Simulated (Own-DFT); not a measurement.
# How strain changes the stress of wurtzite AlGaN with randomly placed atoms, 72 atoms (Al9Ga27N36)

These are calculations, not measurements. The program, named Own-DFT, is a retired in-house plane-wave density functional code that no person has reviewed. Each row is one single-point run on a periodic cell that was not relaxed, without spin or spin-orbit coupling.

Settings of every run: PBE; PseudoDojo norm-conserving scalar-relativistic files (stringent for Ga); cutoff 96 hartree; 4 x 4 x 3 k mesh centred on Gamma; Gaussian smearing of 0.01 eV.

Known limits: forces on such cells passed a denser k mesh, each cell not checked; stress not checked against mesh or cutoff.

Unstrained cell vectors in Å: (9.509, 0.000, 0.000); (-4.755, 8.235, 0.000); (0.000, 0.000, 10.269). The unstrained cell has measured lattice constants (interpolated for alloys), not those of this functional. That, the random moves and any unrelaxed bonds set the pressure at no strain. Each run strains this cell uniformly, with the atoms carried along. Every atom was also moved at random, by a Gaussian of width 0.05 Å on each axis. The random placing of the alloy's atoms differs from row to row. Strain is the symmetric tensor, in per cent. Stress is positive in tension, and the pressure is minus a third of its trace.

```
run  e_xx (%)  e_yy (%)  e_zz (%)  s_xx (GPa)  s_yy (GPa)  s_zz (GPa)  P (GPa)  E (meV/atom)
  1      0.00      0.00      2.75       -6.25       -4.10        3.96     2.13          11.2
  2      0.00      0.00      1.75       -4.44       -5.01       -0.66     3.37           0.0
  3      0.00      0.00      1.25       -5.62       -5.84       -2.68     4.71           5.3
  4      0.00      0.00      1.50       -6.45       -5.07       -1.45     4.32           4.1
  5      0.00      0.00     -0.25       -7.54       -6.57       -8.03     7.38           5.6
  6      0.00      0.00     -1.50       -7.35       -9.06      -15.58    10.66          32.6
  7      0.00      0.00     -2.00       -9.89       -7.49      -16.95    11.45          24.1
  8      0.00      0.00     -0.50       -6.81       -6.78      -10.80     8.13          13.3
  9      0.00      0.00      0.50           ?           ?           ?        ?             ?
```

E is the free energy for each atom above the lowest run shown.

## Worked fit

The change of volume is close to e_xx + e_yy + e_zz. A straight line through the runs shown gives P = 7.28 - 202 x (fractional change of volume) GPa, with an error of 7 on the slope and a scatter of 0.33 GPa. The strain isn't the same on all axes and the cell isn't cubic, so the slope belongs to this path and is not the bulk modulus.

## Withheld run

Question: what pressure should run 9 give? Its volume changes by 0.50 %.

The line gives 6.3 GPa. The calculation gave 6.42 GPa.
